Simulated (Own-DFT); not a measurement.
Simulation results for Al$_{31}$GaO$_{48}$ (corundum with substituted atoms, atoms displaced)

Computed with Own-DFT development build. A calculation, not a measurement: plane-wave PBE density functional theory by an unreviewed code, no spin, of a simulated periodic cell, stress positive in tension, free energy of the whole cell less one offset for each atom, defect cell not probed for a lower state with spin; oxygen file: force components 24 meV/angstrom off all-electron in one glass; forces on such cells passed a denser k mesh, this cell's mesh not checked; offsets are fitted by least squares, one for each functional and potential file, so energies compare only between cells with the same atoms and settings and are not formation energies; the far tail of each file's local potential was reset to the Coulomb form; each entry is a single point on an unrelaxed cell, so the pressure reflects the starting lattice, mostly measured values, from which strain is counted, and rises with the displacements; printed positions are rounded, which can move forces by about a meV/angstrom; the program is a retired in-house code; no spin-orbit coupling; before rounding, a Quantum ESPRESSO 7.3.1 run of the same cell and cutoff gave forces within 1 meV/angstrom rms on each cell, which checks the program and not the settings.

```xyz
80
Lattice="5.4940 0.0000 8.6604 -2.7470 4.7579 8.6604 -2.7470 -4.7579 8.6604" Properties=species:S:1:pos:R:3:force_x:R:1:force_y:R:1:force_z:R:1 formula=Al31GaO48 functional=PBE potential_files=PseudoDojo_norm-conserving,scalar-relativistic,standard_set wave_cutoff=72 occupations=Fermi-Dirac smearing_width=0.1 k_mesh=3_x_3_x_3_centred_on_Gamma free_energy_of_cell_above_offsets=-53.096 pressure=10.73 stress_xx=-10.7 stress_yy=-11.37 stress_zz=-10.14 stress_yz=0.38 stress_xz=0.77 stress_xy=-0.04
Al    -0.0074     0.0080     4.5917     -0.026     -0.088     -0.812
Al    -0.0452    -0.0399     8.5243       0.92      0.744     -3.675
Al     0.0901    -0.0252    10.9879     -1.143      1.471      2.137
Al     0.0242     0.0061     1.8285     -0.966      -0.57      1.863
O     -0.1157     1.7801     7.5915      0.185      -1.54      0.384
O      1.5350    -0.6977     7.5754      -1.89     -1.117      0.481
O     -1.3845    -0.9295     7.6174      0.427      0.348     -0.515
O      0.0292    -1.7311     5.3753      1.934      0.795     -0.175
O     -1.4355     0.6711     5.4982     -1.286      1.137     -0.388
O      1.3414     0.8991     5.4448      0.658      0.614     -0.683
Ga    -1.3703    -2.4619     8.9137     -0.718      2.139     -0.197
Al    -1.3645    -2.3155    12.7176     -1.769     -1.141     -0.589
Al    -1.3217    -2.3253    15.3298     -3.027      -1.48      1.576
Al    -1.3311    -2.3559     6.2843     -1.077     -0.464       0.74
O     -1.4816    -0.7179    11.8698      0.548      0.483     -0.035
O      0.1690    -3.1395    11.9104     -1.081      1.018       0.72
O     -2.8404    -3.2254    11.9360      2.345     -0.871      0.578
O     -1.2803    -4.0143     9.7807      1.067     -1.572      0.678
O     -2.8556    -1.6952     9.7192     -0.792      1.836      1.025
O     -0.0025    -1.4507     9.8664     -0.009       0.44     -1.957
Al    -1.3197     2.4173     8.8884     -0.509     -0.091     -0.965
Al    -1.4046     2.3587    12.7675      0.438      0.652     -0.974
Al    -1.2912     2.3314    15.3747     -0.451       0.78      0.982
Al    -1.3848     2.4703     6.2210     -0.095     -1.548      1.492
O     -1.4411     4.0312    11.9075     -0.767     -0.047      0.606
O      0.1383     1.7055    11.8787     -0.374     -1.165     -0.469
O     -2.8412     1.3854    11.9483      1.957      2.133     -0.672
O     -1.1995     0.7185     9.6736     -0.571      0.528      1.568
O     -2.8637     3.0713     9.7589      0.484      0.075     -0.304
O     -0.0936     3.3895     9.7544      1.918      -0.48      0.727
Al    -2.8291     0.1033    13.2006      0.648     -2.153      1.065
Al    -2.7134     0.0391    17.1182     -0.488     -1.886     -0.621
Al    -2.7551     0.0183    19.7655      0.614     -0.756     -0.095
Al    -2.6651     0.0285    10.5688     -0.272      -0.94      0.136
O     -2.8385     1.5994    16.2871      1.293      0.867     -1.893
O     -1.2693    -0.7919    16.2660      0.656      1.627     -0.264
O     -4.1387    -0.8766    16.2102      0.101      0.317      0.668
O     -2.7165    -1.7194    14.0665      2.263      2.251     -1.387
O     -4.3036     0.7103    14.0782      1.363      1.073      0.305
O     -1.3101     0.9477    13.9984     -0.669     -1.272      1.109
Al     2.7256     0.0288     8.9569      2.103      -0.75     -1.506
Al     2.7501    -0.0037    12.8319      1.241     -0.319     -2.102
Al     2.6572     0.0759    15.3360      2.532     -0.866      1.743
Al     2.7159     0.0344     6.2599      0.555     -0.952      0.517
O      2.6670     1.6813    11.9625      0.153     -0.533     -0.399
O      4.3096    -0.6989    11.8739     -1.066     -0.203      0.702
O      1.3927    -0.9435    11.7946      0.835      0.452      2.568
O      2.8343    -1.6170     9.7879      1.249     -0.143     -0.999
O      1.3413     0.7908     9.7016     -1.774     -0.392      1.074
O      4.1907     0.9299     9.7441     -1.654      0.411     -0.827
Al     1.2963    -2.3765    13.2486          2     -0.122     -1.173
Al     1.3203    -2.3084    17.0251      0.942     -1.642      0.706
Al     1.4490    -2.2997    19.7045     -1.161     -0.351        0.3
Al     1.3873    -2.3326    10.4814      0.815     -1.217      2.181
O      1.3343    -0.7133    16.2714      -1.28      0.383     -1.379
O      2.8629    -3.1492    16.1954     -1.056      1.144      0.178
O     -0.0841    -3.2754    16.2520      1.583      0.579     -0.478
O      1.5181    -4.0279    13.9883     -1.722      0.389      1.218
O     -0.2029    -1.6038    14.0511       1.52     -1.005     -0.878
O      2.8391    -1.4398    14.1284     -2.696     -0.163     -1.672
Al     1.4228     2.4144    13.1862     -0.826          0      0.374
Al     1.4428     2.2910    17.1057     -0.948      2.044      0.091
Al     1.3723     2.3875    19.7426      0.172      0.436     -0.108
Al     1.3978     2.3507    10.6042       0.04      1.484      -0.29
O      1.1872     4.0661    16.2531      1.346     -0.408     -0.296
O      2.8354     1.6624    16.2425      0.687     -0.173     -0.926
O      0.0303     1.3948    16.3543     -0.615      0.564      -1.66
O      1.4463     0.6769    14.0263      0.282      0.535      0.087
O     -0.1383     3.0534    14.0632       0.71      0.922      0.221
O      2.7129     3.3477    14.1119     -0.323     -0.764     -0.455
Al    -0.0269     0.0505    17.6504      1.112      -0.63     -0.757
Al     0.0041     0.0252    21.4350      0.006      0.197     -1.123
Al     0.0080     0.0548    24.0396     -0.911     -1.371      0.648
Al     0.0170    -0.0643    14.8708      -0.74      1.691      1.747
O     -0.0561     1.6227    20.4782     -1.095      0.097      0.986
O      1.4973    -0.6553    20.6325     -0.272     -1.611     -1.314
O     -1.2909    -0.9468    20.5280     -0.868      0.797     -0.045
O      0.1405    -1.6060    18.3703     -0.498     -0.616        0.9
O     -1.4829     0.7923    18.3848     -0.576     -0.658      0.266
O      1.5032     0.8736    18.3918     -1.636      0.621     -0.291
```

Units: wave_cutoff in hartree; smearing_width, free_energy_of_cell_above_offsets in eV; pressure, stress_xx, stress_yy, stress_zz, stress_yz, stress_xz, stress_xy in GPa; force_x, force_y, force_z in eV/Å.
